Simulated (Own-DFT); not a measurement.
Simulation results for Si12O23 (quartz with two neutral oxygen vacancies, strained, atoms displaced)

Computed with Own-DFT development build. A calculation, not a measurement: plane-wave PBE and HSE06 DFT by an unreviewed code, no spin, of a simulated cell at Gamma alone, so results move with cell size and shape, stress positive in tension, energies less offsets, not probed for a lower state with spin; oxygen file: force components 24 meV/angstrom off all-electron in a glass; k mesh not checked against a denser one; forces and stress are PBE's, HSE06 gives the energy alone, and its difference from PBE has offsets of its own; offsets are fitted by least squares, one for each functional and potential file, so energies compare only between cells with the same atoms and settings and are not formation energies; the far tail of each file's local potential was reset to the Coulomb form; each entry is a single point on an unrelaxed cell, so the pressure reflects the starting lattice, mostly measured values (interpolated for alloys), from which strain is counted, and rises with the displacements; printed positions are rounded, which can move forces by about a meV/angstrom; the program, named Own-DFT, is a retired in-house code; no spin-orbit coupling.

```xyz
70
Lattice="9.6516 -0.0459 0.0166 -4.8655 8.3866 0.0324 0.0183 0.0517 10.6154" Properties=species:S:1:pos:R:3:force_x:R:1:force_y:R:1:force_z:R:1 formula=Si12O23 first_functional=PBE second_functional=HSE06 exact_exchange_share=0.25 screening=0.11 exchange_divergence=Gygi-Baldereschi potential_files=PseudoDojo_norm-conserving,scalar-relativistic,made_for_PBE,standard_set wave_cutoff=48 occupations=fixed k_mesh=1_x_1_x_1_centred_on_Gamma PBE_energy_of_cell_above_offsets=-17.562 HSE06_less_PBE_above_offsets=-1.275 PBE_pressure=19.3 PBE_stress_xx=-18.08 PBE_stress_yy=-22.16 PBE_stress_zz=-17.67 PBE_stress_yz=1.22 PBE_stress_xz=0.86 PBE_stress_xy=-3.92
Si     2.3053     0.0510    10.5902     -0.347      0.123      1.385
Si    -1.1234     1.9678     3.5326     -0.102      1.202      0.307
Si     1.2714     2.2144     1.8148     -1.163      0.022     -4.095
O      1.3393     1.1192     0.6064     -0.305      0.324      0.502
O      2.6643     2.4941     2.3753      3.652      0.694      1.644
O      3.1862     0.6346     4.1392     -0.782     -2.527      1.044
O     -1.0863     3.1071     4.6639     -1.349      -1.04     -0.472
O      0.3213     1.7239     2.9209     -1.015     -1.272      1.919
O      0.7543     3.5598     1.1205      0.541      0.104      1.135
Si     2.2383     0.0199     5.2854      1.715      0.993      2.862
Si     8.5148     1.9216     8.8718      1.473      4.106     -2.222
Si     1.2768     2.2800     7.1047     -0.572      -0.66       0.02
O      1.3044     1.1668     5.9528      0.529     -1.289     -1.144
O      2.7093     2.4843     7.7195      1.129      0.741      0.255
O      3.1945     0.6619     9.4427      0.245     -1.741      0.082
O     -1.0136     3.1192     9.9154     -1.378      0.462      1.352
O      0.2850     1.7489     8.2354       1.58     -0.641      -0.31
O      0.7348     3.5787     6.4171      0.192      1.075       0.58
Si    -0.1579     4.2268    10.6238     -0.354      0.095      0.283
Si     6.1020     6.0945     3.5646      4.549      2.935     -3.216
Si    -1.1251     6.4080     1.7889      0.281     -0.352      6.432
O     -1.0854     5.3030     0.7053      -0.36     -1.824     -2.183
O      0.7538     4.7610     4.2354      2.878      1.357     -3.486
O     -3.4841     7.2937     4.6932     -1.897     -1.439     -0.572
O     -1.6432     7.7423     1.1586     -0.151       2.39     -0.902
Si    -0.1849     4.2341     5.2896      -1.38     -1.456        3.1
Si    -3.5390     6.2579     8.8516     -0.161     -1.297      0.791
Si    -1.1790     6.4290     7.1079      2.208     -0.868     -0.467
O     -1.0452     5.3603     5.9777     -1.181     -0.893     -1.221
O      0.2518     6.6846     7.7019      1.988      0.688      1.014
O      0.7351     4.8386     9.4848      0.598      0.213     -0.623
O     -3.4989     7.3156    10.0263     -0.778     -0.073      0.195
O     -2.0873     6.0023     8.2669     -1.686     -1.484      2.347
O     -1.6279     7.7437     6.5024     -2.602      4.902     -3.005
Si     2.2547     8.3738    10.6588      1.861      1.835     -0.503
Si     3.6506     1.9558     3.5353      2.664      2.881     -1.243
Si     6.1368     2.1717     1.7536     -1.378      0.887     -0.281
O      6.1800     1.0492     0.6226     -1.261      0.938     -0.074
O      7.5392     2.3941     2.3944      1.853      0.574      -0.07
O      7.9997     0.5835     4.1809      1.682     -0.227     -2.078
O      3.8315     3.0765     4.7211     -5.579     -6.608     -4.327
O      5.1614     1.7488     2.9290     -1.702      -0.85      1.161
O      5.5879     3.5901     1.2370     -0.162      0.236     -1.229
Si     7.0873     0.0247     5.2775     -0.323     -2.435      2.307
Si     3.7223     2.0118     8.8838     -1.351      0.347     -2.049
Si     6.0784     2.2209     7.0838      2.607     -1.037     -1.048
O      6.1877     1.1344     5.8830      -1.46       1.22      0.912
O      7.5299     2.4357     7.7518       -1.1      0.638     -1.408
O      8.0752     0.6519     9.4881     -2.221     -5.907      2.919
O      3.7757     3.0870    10.0110     -1.345     -0.667      0.484
O      5.0918     1.7562     8.1813       0.34      -1.34      1.407
O      5.5598     3.5076     6.4120      0.198      2.288      0.152
Si     4.6805     4.1882    10.6050      0.568      1.692      3.676
Si     1.2336     6.1541     3.5819     -3.073      0.061     -2.179
Si     3.6981     6.4085     1.8141      -1.66     -2.083     -0.989
O      3.7253     5.2613     0.6702     -0.439       0.19     -0.199
O      5.1106     6.6028     2.3950      1.545      1.077       0.62
O      5.6050     4.8204     4.2086     -1.338     -3.679      1.473
O      1.3338     7.2066     4.7573     -0.769      0.516      0.519
O      2.6434     5.9212     2.9322      1.427     -0.635     -0.171
O      3.1259     7.7306     1.1879       0.71      1.052      0.606
Si     4.6128     4.1431     5.3021      4.559      6.066      3.065
Si     1.2331     6.2240     8.8843     -0.578     -1.076       -1.5
Si     3.6952     6.4502     7.1319     -2.555     -1.873     -1.085
O      3.7421     5.2943     5.9685     -0.625      0.933      0.569
O      5.1052     6.6603     7.7380      1.607      0.913      0.012
O      5.5798     4.8336     9.5159      1.389      0.335     -1.815
O      1.3811     7.2914    10.0220     -2.168     -0.938     -0.037
O      2.6487     5.9145     8.2684      2.131     -0.019      -0.83
O      3.1555     7.7831     6.4821     -0.052      1.124       -0.1
```

Units: screening in 1/bohr; wave_cutoff in hartree; PBE_energy_of_cell_above_offsets, HSE06_less_PBE_above_offsets in eV; PBE_pressure, PBE_stress_xx, PBE_stress_yy, PBE_stress_zz, PBE_stress_yz, PBE_stress_xz, PBE_stress_xy in GPa; force_x, force_y, force_z in eV/Å.
